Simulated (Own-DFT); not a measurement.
# Response to strain: wurtzite GaN, 96 atoms (Ga48N48)

These are calculations, not measurements. The program, named Own-DFT, is a retired in-house plane-wave density functional code that no person has reviewed. Each row is one single-point run on a periodic cell that was not relaxed, without spin or spin-orbit coupling.

Settings of every run: PBE; PseudoDojo norm-conserving scalar-relativistic files (stringent for Ga); cutoff 96 hartree; 3 x 4 x 3 k mesh centred on Gamma; Gaussian smearing of 0.01 eV.

Known limits: forces on such cells passed a denser k mesh, each cell not checked; stress not checked against mesh or cutoff.

Unstrained cell vectors in Å: (12.756, 0.000, 0.000); (-4.783, 8.285, 0.000); (0.000, 0.000, 10.370). The unstrained cell has measured lattice constants (interpolated for alloys), not those of this functional. That, the random moves and any unrelaxed bonds set the pressure at no strain. Each run strains this cell uniformly, with the atoms carried along. Every atom was also moved at random, by a Gaussian of width 0.05 Å on each axis. Strain is the symmetric tensor, in per cent. Stress is positive in tension, and the pressure is minus a third of its trace.

```
run  e_xx (%)  e_yy (%)  e_zz (%)  e_yz (%)  e_xz (%)  e_xy (%)  s_xx (GPa)  s_yy (GPa)  s_zz (GPa)  s_yz (GPa)  s_xz (GPa)  s_xy (GPa)  P (GPa)  E (meV/atom)
  1     -1.84      0.79      0.47      0.10     -0.85     -0.22      -12.60       -4.98       -6.65        0.16       -1.99       -0.45     8.07           3.0
  2      0.98      0.36     -1.64      0.21      0.71      1.97       -3.76       -6.00      -13.99       -0.53        2.11        6.21     7.92          13.5
  3      1.50      1.50     -1.04      1.61     -1.68     -1.73       -0.21       -0.34      -10.93        3.13       -4.05       -4.79     3.83          13.0
  4     -1.48      1.86      0.11      1.61      1.09      1.75      -10.81       -1.11       -6.70        3.02        1.90        4.60     6.21          12.3
  5      0.83     -0.90     -1.25     -0.08      0.67      1.29       -3.84      -11.44      -13.81       -0.63        0.84        3.09     9.70           8.0
  6     -1.73      0.68      0.37      1.55      1.76     -0.85      -14.58       -6.19       -5.92        2.90        3.74       -3.12     8.90          22.7
  7      1.85     -1.12     -0.67     -0.57      1.63      0.47       -1.95       -9.44      -10.83       -1.08        4.11        1.06     7.41          15.2
  8     -1.40      0.33      1.38      1.21     -1.02      1.41      -11.29       -6.18       -2.05        2.75       -1.79        5.02     6.51           0.0
  9      0.87     -1.86      0.70     -1.09      0.18     -1.86       -5.98      -12.54       -4.73       -2.47       -0.03       -5.17     7.75           7.1
 10      0.30     -1.89     -0.89      0.44      1.96      1.35       -7.75      -15.86      -13.37        0.35        4.07        4.29    12.33          25.1
 11      0.53      1.61      2.00     -1.56     -1.91      1.05       -2.51        0.57        2.24       -2.82       -4.11        3.22    -0.10           1.2
 12      0.78     -1.21      0.87     -0.21     -1.76      1.72       -4.35      -11.56       -4.03        0.10       -4.32        4.82     6.65          16.7
 13     -0.48      0.51      0.44      0.40      1.64     -0.11       -8.07       -4.54       -6.18        1.52        3.58       -0.61     6.27           8.7
 14     -0.34     -1.97      0.88     -1.98     -0.39      1.17      -10.18      -15.41       -5.16       -3.47       -1.03        3.59    10.25          19.5
 15     -0.57     -0.33     -1.76     -0.19     -1.71      1.88      -13.85       -9.99      -16.02       -1.18       -4.69        6.99    13.29          34.0
 16      0.90      0.27      0.58     -1.65     -1.43     -0.26       -2.68       -4.78       -4.37       -3.82       -2.44       -0.71     3.94           4.0
 17      1.02     -0.77      1.07     -0.09      0.08      1.68           ?           ?           ?           ?           ?           ?        ?             ?
```

E is the free energy for each atom above the lowest run shown.

## Worked fit

Each stress component was fitted by least squares to a constant and the strains of the runs shown, as fractions, with shears doubled. Shear strains stay in the fit of a normal stress only where such slopes are resolved. The slopes, in GPa:

```
stress,at no strain,per e_xx,per e_yy,per e_zz,scatter
s_xx,-7.3,416 ± 27,106 ± 24,78 ± 28,1.14
s_yy,-7.2,97 ± 15,407 ± 14,63 ± 16,0.64
s_zz,-7.8,49 ± 10,61 ± 9,451 ± 10,0.43
```

Each shear stress against twice its own strain: yz 107 ± 7, xz 117 ± 5, xy 147 ± 6 GPa. These are stiffnesses along x, y and z of the frame in which the cell vectors are given, which need not be the crystal's axes. The atoms are held to the strained lattice; where symmetry lets them move under strain, relaxing them would lower some slopes. The table should be nearly symmetric about its diagonal, and what it lacks of that shows the noise. A ninth of its sum, 192 ± 5 GPa, estimates the bulk modulus near the mean pressure of these runs, 7.4 GPa, so it lies above the value at zero pressure.

## Withheld run

Question: what normal stresses and pressure should run 17 give?

The fit gives s_xx = -3.0, s_yy = -8.7, s_zz = -2.9 and P = 4.9 GPa. The calculation gave -3.43, -8.64, -1.93 and P = 4.67 GPa.
